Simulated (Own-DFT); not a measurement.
# A surface energy from a slab and the bulk: wurtzite AlN, m plane (10-10)

Source: density functional calculations with Own-DFT, an unreviewed in-house program that is no longer used. Nothing was measured or relaxed, and spin and spin-orbit coupling are left out.

Known weak points (not all hold for every row): some atoms lie very close together; k mesh not checked against a denser one.

Both sets of runs: PBE; PseudoDojo norm-conserving scalar-relativistic files; cutoff 42 hartree; Gaussian smearing of 0.01 eV. The slab has 128 atoms in 16 layers, two equal faces of 62.02 Å² as cut, 15 Å of vacuum, a dipole correction along the normal and a 6 x 3 x 1 mesh. The bulk cell has 128 atoms, the same measured lattice constants and a 3 x 3 x 3 mesh. All atoms were moved at random; u is the rms move along one axis. Energies are counted from -174.06 eV for each atom.

```
slab run,u (Å),E (eV, cell)
1,0.0189,19.878
2,0.0194,20.055
3,0.0198,20.782
4,0.0202,20.835
5,0.0212,20.468
6,0.0476,28.218
7,0.0491,28.137
8,0.0492,27.919
9,0.0501,29.613
10,0.0512,29.398
11,0.0527,30.472
12,0.1048,59.088
```

| bulk run | u (Å) | E (meV/atom) |
|---|---|---|
| 1 | 0.0189 | -3.21 |
| 2 | 0.0196 | -2.66 |
| 3 | 0.0197 | -1.77 |
| 4 | 0.0197 | -1.44 |
| 5 | 0.0202 | -2.26 |
| 6 | 0.0966 | 321.15 |
| 7 | 0.0987 | 277.30 |
| 8 | 0.0992 | 292.18 |
| 9 | 0.1007 | 322.64 |
| 10 | 0.1104 | 379.32 |

Asked: what is the energy of the unrelaxed surface?

## Working it out

Take each set to u = 0 with E = a + b u². Residuals are scaled by 1/(u² + 0.0006 Å²) to tame the large moves. Slab: a = 18.84 ± 0.15 eV. Bulk: a = -14.8 ± 0.8 meV/atom. The excess is 18.84 - 128 x (-0.0148) = 20.73 ± 0.18 eV. Over two faces that is 167 meV/Å², or 2.68 ± 0.02 J/m². Relaxing the faces would lower the energy, and the unlike meshes and the reach from the smallest u down to zero add errors that aren't counted here.
